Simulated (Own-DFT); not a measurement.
## Calculated data, HfO₂ (monoclinic hafnia, atoms displaced)

Computed with Own-DFT development build. A calculation, not a measurement: plane-wave density functional theory by an unreviewed code, no spin, of a simulated periodic cell, stress positive in tension, run twice, with PBE and with PBEsol, both on files made for PBE, so the change isn't that of files made for PBEsol, hafnium file: forces about 75 meV/angstrom off all-electron values; oxygen file: force components 24 meV/angstrom off all-electron in one glass; forces on such cells passed a denser k mesh, this cell's mesh not checked; the far tail of each file's local potential was reset to the Coulomb form; each entry is a single point on an unrelaxed cell, so the pressure reflects the starting lattice, mostly measured values (interpolated for alloys), from which strain is counted, and rises with the displacements; printed positions are rounded, which can move forces by about a meV/angstrom; the program, named Own-DFT, is a retired in-house code; no spin-orbit coupling; stress was not checked against mesh or cutoff.

Common to all runs: functional PBE, then PBEsol; potential files PseudoDojo norm-conserving, scalar-relativistic, standard set; wave cutoff 72 hartree; occupations Fermi-Dirac; smearing width 0.1 eV; k mesh 2 x 2 x 2 centred on Gamma.

(1) 
```xyz
96
Lattice="10.2340 0.0000 0.0000 0.0000 10.3500 0.0000 -1.6955 0.0000 10.4453" Properties=species:S:1:pos:R:3:PBE_force_x:R:1:PBE_force_y:R:1:PBE_force_z:R:1:PBEsol_force_x:R:1:PBEsol_force_y:R:1:PBEsol_force_z:R:1 formula=HfO2 PBE_pressure=8.55 PBE_stress_xx=-9.91 PBE_stress_yy=-7.55 PBE_stress_zz=-8.19 PBE_stress_yz=0.31 PBE_stress_xz=-1.26 PBE_stress_xy=0.8 PBEsol_pressure=2.08 PBEsol_stress_xx=-3.39 PBEsol_stress_yy=-1.14 PBEsol_stress_zz=-1.71 PBEsol_stress_yz=0.3 PBEsol_stress_xz=-0.89 PBEsol_stress_xy=0.79 rms_change_of_force_components_from_PBE_to_PBEsol=0.056
Hf     1.3070     0.2011     1.1409      0.898     -0.585     -1.713      0.837      -0.51     -1.703
Hf     3.5292     2.8513     1.6617     -0.544     -1.437     -4.439     -0.524     -1.346      -4.33
Hf     3.0579     4.9058     4.1979     -0.753      1.628     -0.234     -0.771      1.559     -0.163
Hf     0.8069     2.3579     3.6428      1.577      0.278      1.446       1.56       0.24       1.38
O      0.0612     1.6526     1.7525     -1.043      2.006      0.942      -1.01      1.973      0.965
O      4.5945     4.2409     0.6063      1.298       0.47      2.014      1.252      0.475      1.934
O      4.2533     3.4249     3.3770     -0.976      1.686      0.929     -0.968      1.618      0.837
O     -0.4095     0.8417     4.4285       0.33      0.402      -0.92      0.309       0.35     -0.825
O      1.8164     3.8337     2.3959      0.267     -0.715      2.173      0.314     -0.723      2.111
O      2.7864     1.3836     0.0340     -0.054     -0.813      1.622     -0.131     -0.806      1.558
O      2.3535     1.1758     2.7425      0.141      0.281     -0.101      0.053      0.283     -0.105
O      1.5594     3.8619     5.1246     -1.447      -1.13     -1.091     -1.332     -1.082     -1.068
Hf     0.1847     0.2013     6.2278      5.793       1.55      3.869      5.651      1.558      3.762
Hf     2.5809     2.7530     6.8599     -1.414     -0.175     -1.143     -1.385     -0.133     -1.097
Hf     2.1951     4.9584     9.2248     -2.002       1.15      1.756     -1.988      1.065      1.754
Hf    -0.1378     2.3295     9.0050       1.36      0.266     -0.372      1.337      0.199     -0.376
O     -0.9671     1.6982     7.0311       3.48     -2.591      0.024      3.388     -2.516      0.059
O      3.6352     4.3777     6.0850      2.155      0.142      0.488       2.09      0.155      0.395
O      3.3375     3.3871     8.7373     -0.106      0.392     -0.904       -0.1      0.378     -0.935
O     -1.2661     0.7854     9.6070      0.346      0.243     -0.087      0.346       0.25     -0.048
O      1.0233     3.9827     7.7759      0.221     -0.881     -0.507      0.305     -0.846     -0.488
O      1.9339     1.3726     5.3577     -0.957     -0.225     -0.184     -0.996     -0.203     -0.181
O      1.4472     1.2326     7.9791     -0.449      1.615      -1.06     -0.479      1.597     -1.012
O      0.6334     3.8132    10.3690     -0.766      0.398     -0.305     -0.699      0.393     -0.292
Hf     1.2034     5.2913     1.1180      1.669      1.713     -0.806      1.628      1.716     -0.838
Hf     3.2821     7.9607     1.5216      2.828     -2.355     -0.278      2.737     -2.266     -0.267
Hf     3.0839    10.0493     4.2008     -0.486      2.771      0.581     -0.466       2.65      0.578
Hf     0.7611     7.5622     3.7825      1.337     -1.555     -0.312       1.34     -1.539     -0.319
O      0.0960     6.9429     1.7189      1.344     -0.816      1.481      1.299     -0.786      1.486
O      4.4926     9.3453     0.5858      3.193      1.074      2.532      3.085       1.09      2.421
O      4.1612     8.7781     3.3458      3.108     -1.902     -0.372       2.99     -1.883     -0.367
O     -0.3931     6.0563     4.5311     -1.192     -0.133     -1.764     -1.144     -0.147     -1.656
O      1.9599     8.9166     2.7140     -2.448      2.146     -1.868     -2.315      2.064     -1.817
O      2.8707     6.5281     0.0352      0.263     -1.055      1.117       0.19     -1.012      1.093
O      2.3922     6.4041     2.7769     -0.713     -1.074      0.264     -0.751     -1.025      0.257
O      1.4503     8.9788     5.1233     -0.545      0.212      0.872     -0.474      0.193      0.822
Hf     0.3398     5.4182     6.2873      1.519     -1.616      1.675      1.496     -1.513      1.611
Hf     2.6669     7.9622     6.7991     -3.108      0.616     -1.876     -3.031      0.644     -1.777
Hf     2.2617    10.2120     9.3582     -2.406     -0.211     -1.351     -2.347     -0.257     -1.299
Hf    -0.1323     7.6173     8.9067      5.364     -1.431      1.613      5.267     -1.453      1.573
O     -0.7562     6.9019     7.0022     -1.302      0.981       0.46     -1.285      0.992      0.494
O      3.8508     9.5461     6.0185     -0.874      -1.27      0.684     -0.859     -1.216       0.62
O      3.2945     8.6648     8.4993      1.605      0.184      1.691      1.567      0.135      1.608
O     -1.0507     6.1301     9.8272     -2.893     -1.057     -2.488     -2.808     -1.042     -2.383
O      1.0700     9.1898     7.7711     -0.916     -0.528     -0.957     -0.833     -0.523     -0.926
O      1.8610     6.4055     5.4067      1.735      1.596     -1.182      1.624      1.539     -1.156
O      1.4444     6.4848     7.9289      0.863      0.065     -0.192      0.796       0.06     -0.195
O      0.6618     8.8830    10.3881     -2.449      2.055     -0.276     -2.332      1.985     -0.254
Hf     6.3183     0.1498     1.0353      0.261     -0.894      0.196      0.276      -0.82      0.146
Hf     8.6023     2.7978     1.5047     -0.525      -0.25     -0.699     -0.487      -0.21     -0.695
Hf     8.1310     4.8897     4.1484     -0.917       2.37       0.69     -0.935      2.283       0.69
Hf     5.9662     2.3853     3.6543     -0.493     -1.312      1.789     -0.462     -1.337      1.762
O      5.2853     1.7081     1.6584      -1.61      0.965      0.663     -1.561      0.944      0.701
O      9.6779     4.3448     0.6990       0.54     -0.969        2.2      0.529     -0.934      2.104
O      9.3286     3.4507     3.5170      0.063     -0.971     -1.638      0.056     -0.961     -1.643
O      4.7600     0.9665     4.4242     -0.919     -0.393       0.12     -0.873       -0.4      0.153
O      6.8791     4.0763     2.5672      1.214      -2.24     -0.773      1.233     -2.178     -0.746
O      7.9061     1.3710     0.0219      0.265     -0.205      1.006      0.205     -0.205      0.968
O      7.3563     1.2772     2.8093      3.096     -1.362     -1.653      2.955     -1.312     -1.599
O      6.5667     3.7958     5.0598      0.084       0.72       1.04      0.154      0.706      0.974
Hf     5.4878     0.2862     6.4514      0.075      0.224     -3.883       0.08      0.269     -3.822
Hf     7.7549     2.7341     6.7685     -2.456      2.871     -1.461     -2.396      2.819     -1.375
Hf     7.3248     5.0556     9.3241        0.1      -0.87      0.185      0.046     -0.912      0.221
Hf     5.0972     2.4924     8.8940      0.301     -0.985      1.223      0.309     -0.981      1.161
O      4.3079     1.7330     7.1057     -0.298      0.179     -0.537     -0.278      0.188     -0.467
O      8.9817     4.2237     6.1649     -1.137      0.282     -1.422     -1.113      0.289     -1.431
O      8.4247     3.3901     8.6572     -0.216      1.071      0.778     -0.213      1.015      0.702
O      3.9325     0.8980     9.5681      0.327     -0.802      0.356      0.301      -0.81      0.396
O      6.1217     3.8455     7.7925      0.008      1.836     -1.655      0.057      1.761     -1.581
O      6.9908     1.3253     5.2725      1.378     -0.495       1.16      1.281     -0.479      1.136
O      6.6943     1.3598     7.8458      -0.69     -2.176      1.805     -0.724      -2.13      1.758
O      5.7874     3.8674    10.2814     -0.566      0.585       1.35     -0.492      0.571      1.304
Hf     6.3063     5.3299     1.0868     -0.214      2.902       -0.2     -0.196      2.873     -0.179
Hf     8.7179     7.9899     1.5629     -2.664     -0.036     -2.991      -2.61      0.007     -2.865
Hf     8.2386    10.1012     4.1809     -4.922     -0.304     -1.942     -4.822     -0.327     -1.873
Hf     5.9046     7.5784     3.7896      1.155      0.249     -3.141       1.14      0.178      -3.09
O      5.1621     6.8854     1.8982      -0.38     -0.609     -0.934     -0.344     -0.586     -0.865
O      9.8316     9.6848     0.9169     -2.306     -2.542     -0.181     -2.221     -2.471     -0.216
O      9.1922     8.4815     3.4091      1.552          1      2.684       1.52      0.969      2.559
O      4.7504     6.1990     4.4572     -2.151     -2.375      1.108     -2.065      -2.34      1.135
O      7.0834     8.9758     2.3800     -1.121       2.02      0.833     -1.028      1.968      0.809
O      7.9695     6.5696     0.0309      -0.37     -0.475      0.265     -0.404     -0.489      0.254
O      7.4675     6.3981     2.6954      0.885      0.013      0.536      0.795      0.008      0.536
O      6.5199     9.0240     5.0640      1.448       0.61       1.26      1.465       0.59      1.203
Hf     5.4817     5.4130     6.2862      0.761     -0.818      0.524       0.77     -0.713       0.48
Hf     7.8570     7.9895     6.8531     -4.012     -3.144     -1.441     -3.867     -3.052     -1.355
Hf     7.1750    10.1432     9.2346      1.202      1.355      2.865       1.14      1.309      2.811
Hf     4.9353     7.5737     8.9149      2.788      1.144      0.272      2.694       1.08      0.236
O      4.3164     6.9156     7.0123      1.148     -0.564      0.129      1.109      -0.53      0.183
O      8.8892     9.4175     6.1553     -0.384      1.169     -2.262      -0.36      1.168     -2.254
O      8.5337     8.6505     8.6305     -2.973      1.497      0.211     -2.906       1.43      0.117
O      3.9047     6.1713     9.5450     -1.505     -2.687      1.113     -1.461     -2.621      1.099
O      6.0788     9.1687     7.7684      1.016     -0.733     -0.465      1.048     -0.665     -0.435
O      7.0405     6.4020     5.3432      0.764      1.009      0.116      0.664      0.956      0.107
O      6.7662     6.3233     7.8525     -0.988      1.521     -0.023     -1.012      1.466     -0.023
O      5.7150     9.0420    10.3100      0.539      0.254     -0.629      0.573       0.28     -0.636
```

Units: PBE_pressure, PBE_stress_xx, PBE_stress_yy, PBE_stress_zz, PBE_stress_yz, PBE_stress_xz, PBE_stress_xy, PBEsol_pressure, PBEsol_stress_xx, PBEsol_stress_yy, PBEsol_stress_zz, PBEsol_stress_yz, PBEsol_stress_xz, PBEsol_stress_xy in GPa; rms_change_of_force_components_from_PBE_to_PBEsol, PBE_force_x, PBE_force_y, PBE_force_z, PBEsol_force_x, PBEsol_force_y, PBEsol_force_z in eV/Å.

(2) 
```xyz
96
Lattice="10.2340 0.0000 0.0000 0.0000 10.3500 0.0000 -1.6955 0.0000 10.4453" Properties=species:S:1:pos:R:3:PBE_force_x:R:1:PBE_force_y:R:1:PBE_force_z:R:1:PBEsol_force_x:R:1:PBEsol_force_y:R:1:PBEsol_force_z:R:1 formula=HfO2 PBE_pressure=8.41 PBE_stress_xx=-7.92 PBE_stress_yy=-8.63 PBE_stress_zz=-8.69 PBE_stress_yz=-0.34 PBE_stress_xz=-1.09 PBE_stress_xy=1.34 PBEsol_pressure=1.94 PBEsol_stress_xx=-1.43 PBEsol_stress_yy=-2.19 PBEsol_stress_zz=-2.2 PBEsol_stress_yz=-0.28 PBEsol_stress_xz=-0.74 PBEsol_stress_xy=1.29 rms_change_of_force_components_from_PBE_to_PBEsol=0.059
Hf     1.3538     0.2871     1.1735     -2.224     -1.437     -1.448     -2.119     -1.379     -1.419
Hf     3.4294     2.9302     1.4364      2.647     -1.867      2.686      2.611     -1.718      2.698
Hf     2.9739     5.0447     4.1837      0.048     -1.164     -1.313       0.03     -1.124     -1.236
Hf     0.7933     2.4967     3.6140     -0.814     -1.427      1.681     -0.796     -1.403      1.601
O      0.0755     1.7748     1.8207      0.249      -0.84     -0.628      0.242     -0.793      -0.56
O      4.6288     4.3220     0.7790     -0.739      -0.23     -0.288     -0.765     -0.234     -0.324
O      4.2130     3.3020     3.2851     -1.483      2.134      1.439     -1.446      2.043      1.311
O     -0.4501     0.9201     4.4284      2.206      0.433      0.112      2.121      0.377      0.125
O      1.9276     3.8645     2.4783     -0.487       0.85     -0.606     -0.421       0.81     -0.597
O      1.0583     1.2342    10.3180      0.258      3.411      3.815      0.181       3.29      3.705
O      2.2961     1.1466     2.7319      0.867      1.777     -0.748      0.759      1.714     -0.744
O      1.3661     3.8512     5.0006      1.121      0.096      1.465      1.125      0.126      1.404
Hf     0.3388     0.1052     6.3701      0.758       2.96     -0.829      0.742      2.907      -0.83
Hf     2.6247     2.7967     6.7964     -0.264      -0.92     -1.971     -0.235     -0.903     -1.895
Hf     2.0723     4.9698     9.3695      3.272       2.25      -0.51      3.175      2.173     -0.442
Hf    -0.0487     2.5646     8.9894     -3.726     -3.358     -3.907      -3.62     -3.319     -3.847
O     -0.8180     1.8266     6.9433      0.498     -0.858      0.288       0.46     -0.829      0.322
O      3.7995     4.4193     5.9939     -0.864     -1.357      1.245     -0.837     -1.283      1.165
O      3.4175     3.5156     8.6055     -1.347      0.511     -0.027     -1.316      0.446     -0.075
O     -1.1506     0.9605     9.5639     -1.711     -1.017      0.285     -1.662     -0.998       0.32
O      0.9728     3.8693     7.8012      1.339      1.255     -1.091      1.352      1.203     -1.029
O      2.1644     1.3448     5.3119     -1.653      0.848      0.743     -1.626      0.816       0.74
O      1.4322     1.2298     7.8494      1.017      0.187      0.538      0.936      0.195      0.529
O      0.5593     3.8229    10.3007      0.827      1.536       2.13      0.879      1.511      2.066
Hf     1.2587     5.4158     1.0923     -1.532     -1.548      0.241     -1.493     -1.444       0.21
Hf     3.5839     8.0057     1.4034     -0.626     -0.264      1.684     -0.617     -0.224      1.661
Hf     3.0355    10.1419     4.1690     -0.807       1.86      0.561     -0.811      1.776       0.58
Hf     0.6462     7.5545     3.5857      3.667      0.652      0.327       3.57      0.567      0.306
O      0.0550     6.8310     1.6352     -1.075      2.323      2.056     -1.042      2.268      2.051
O      4.7729     9.5460     0.6433      -1.06     -1.369      1.721     -1.058     -1.307      1.627
O      4.0768     8.6921     3.5684      3.142     -3.228      -2.48      3.072     -3.141     -2.446
O     -0.2255     6.0806     4.3909     -2.343     -0.561     -0.793     -2.265     -0.543     -0.717
O      1.9675     9.1220     2.4622     -0.975     -0.797     -0.157     -0.885      -0.74     -0.167
O      2.8108     6.4240     0.1076     -0.128      1.407     -0.202     -0.173      1.345       -0.2
O      2.3778     6.4085     2.6683     -0.438        0.5     -0.056     -0.498      0.465     -0.065
O      1.3933     9.0606     5.1170     -0.121     -0.367     -0.117     -0.067     -0.325     -0.086
Hf     0.3615     5.2899     6.2377      1.919     -0.542      0.449      1.854     -0.469      0.396
Hf     2.5360     8.0016     6.8053      1.005     -0.886     -1.944      0.967      -0.87      -1.82
Hf     2.1046    10.2438     9.4398      1.526     -2.241     -3.206      1.459     -2.208     -3.057
Hf    -0.1058     7.5326     8.8902      0.541     -0.614      0.516      0.553     -0.653       0.44
O     -0.6675     6.6995     6.9765     -3.921      4.122      1.558     -3.803      4.039      1.567
O      3.8845     9.5640     5.9575     -1.981     -1.622      1.799     -1.912      -1.53      1.683
O      3.2204     8.5010     8.6026      0.605      2.343        2.1      0.607       2.24      1.984
O     -1.2244     5.9813     9.6991       0.87      1.042     -1.124      0.848      1.012     -1.053
O      0.9742     8.9717     7.7407     -1.016      1.899      0.239     -0.937      1.832      0.216
O      1.9306     6.4560     5.3397      0.782      0.818     -0.134      0.712      0.749     -0.141
O      1.4707     6.5312     7.8982      0.938     -2.129      1.344      0.858      -2.04      1.312
O      0.5976     9.1254    10.4116      0.409     -1.723     -0.943      0.483     -1.638     -0.901
Hf     6.3671     0.3489     1.0876     -0.024     -0.643      0.622     -0.051     -0.558      0.563
Hf     8.5729     2.7066     1.5166     -0.169      3.164      -0.36     -0.152      3.139      -0.33
Hf     8.0795     5.0802     4.2039      0.985     -2.084      -1.66      0.951     -2.123     -1.573
Hf     5.9808     2.3240     3.7718      -1.14       3.37     -2.359     -1.112      3.225     -2.348
O      5.2545     1.7730     1.9246     -0.506     -1.576     -2.564     -0.436     -1.529     -2.455
O      9.6600     4.2255     0.8799      1.295      0.991     -0.363      1.255      0.956     -0.367
O      9.2387     3.5224     3.5112      0.694     -0.794     -0.855      0.693      -0.79     -0.867
O      4.8822     0.9361     4.5309     -2.591     -1.281     -1.349     -2.497     -1.264     -1.256
O      6.9731     3.9420     2.4599      0.463     -0.891      1.259      0.503     -0.861      1.204
O      7.9824     1.2945     0.0585     -0.525      0.219     -0.206     -0.574      0.194     -0.174
O      7.5620     1.2773     2.6869     -0.048     -1.053     -0.261     -0.099     -1.019     -0.248
O      6.6419     3.9720     5.1588     -1.383     -0.272     -0.335     -1.268     -0.256     -0.316
Hf     5.5078     0.2104     6.3128      0.431      -0.03     -1.671      0.397      0.026     -1.695
Hf     7.6441     2.6959     6.7108       2.37      1.764     -0.866      2.279      1.752     -0.817
Hf     7.2347     5.1294     9.2089      0.961     -4.045      4.019       0.94     -3.988      3.936
Hf     5.0370     2.4225     8.8474      1.509      0.383      1.087      1.459      0.341      1.023
O      4.3664     1.7695     6.9785     -1.258      0.805      0.581     -1.231      0.804       0.62
O      8.9127     4.4051     5.9163     -0.889      -1.14      1.065     -0.844     -1.054       0.96
O      8.3854     3.6063     8.6076      2.516     -1.528      0.303      2.449     -1.494      0.262
O      3.9288     0.9027     9.6805     -0.111      0.685     -0.874      -0.09      0.662      -0.78
O      6.3458     3.8766     7.6906     -3.795      1.933     -0.108     -3.636      1.886     -0.099
O      7.0328     1.4592     5.1461      2.553     -1.727      3.234      2.423     -1.659      3.168
O      6.5457     1.3111     7.8040      1.295     -0.893      1.445      1.206     -0.843       1.38
O      5.6163     3.8863    10.3288      0.558     -0.648     -1.089      0.573     -0.606      -1.05
Hf     6.4829     5.3391     1.1423     -1.289      1.026     -1.918     -1.229      1.036     -1.895
Hf     8.5706     8.0088     1.4577      -0.76     -0.796     -0.171     -0.765     -0.745     -0.187
Hf     8.2839    10.1663     3.9830     -4.489      2.743      3.012     -4.395      2.668       2.97
Hf     5.9288     7.5829     3.7204     -1.379      0.506     -0.534     -1.295      0.501     -0.547
O      5.2530     6.9698     1.6874     -0.749      0.559       1.37     -0.743      0.563      1.367
O      9.6688     9.5242     0.7261      1.592      0.539      1.344      1.503      0.515      1.246
O      9.1981     8.6835     3.4243      3.253     -3.726     -1.541      3.182     -3.652     -1.563
O      4.6591     5.9890     4.3473      2.578      1.564      0.476      2.501      1.512      0.533
O      6.9415     9.0015     2.6016      0.354      1.683      -2.44      0.413      1.607     -2.361
O      8.0440     6.5148     0.1266     -0.837      0.159     -0.033     -0.856      0.163     -0.019
O      7.4460     6.4420     2.6630      0.865      0.421      1.221       0.77      0.413      1.183
O      6.5197     9.0657     5.0482      1.117     -0.036      1.101      1.123     -0.052      1.067
Hf     5.4647     5.4752     6.3456     -0.414      -0.37     -0.322     -0.412     -0.349     -0.365
Hf     7.7653     8.0027     6.7161     -0.608     -0.324      0.345     -0.623     -0.255      0.362
Hf     7.3416    10.1890     9.3089      1.012      1.227      0.534      0.986      1.132      0.579
Hf     5.0993     7.7723     9.0202     -2.963     -4.439     -2.194     -2.899     -4.379     -2.174
O      4.3035     7.0668     7.1102      1.707     -1.898     -1.457      1.655     -1.828     -1.384
O      8.8605     9.4970     6.0994     -0.234     -0.061     -0.528     -0.214     -0.071     -0.542
O      8.3841     8.5917     8.6836      1.458     -1.005     -0.687      1.421     -0.987     -0.733
O      3.8472     6.1550     9.7920      0.366     -0.132      -1.51      0.362     -0.151     -1.418
O      6.2273     9.1385     7.7263     -0.388      -0.34       0.15     -0.314     -0.345      0.164
O      7.1097     6.6104     5.3346     -0.823     -0.236     -0.037      -0.85     -0.244     -0.039
O      6.6677     6.4426     7.9824     -1.219      2.532     -2.574     -1.228      2.462     -2.504
O      5.8433     8.9277    10.3300     -0.516      2.847      1.199     -0.428      2.756      1.155
```

Units: PBE_pressure, PBE_stress_xx, PBE_stress_yy, PBE_stress_zz, PBE_stress_yz, PBE_stress_xz, PBE_stress_xy, PBEsol_pressure, PBEsol_stress_xx, PBEsol_stress_yy, PBEsol_stress_zz, PBEsol_stress_yz, PBEsol_stress_xz, PBEsol_stress_xy in GPa; rms_change_of_force_components_from_PBE_to_PBEsol, PBE_force_x, PBE_force_y, PBE_force_z, PBEsol_force_x, PBEsol_force_y, PBEsol_force_z in eV/Å.
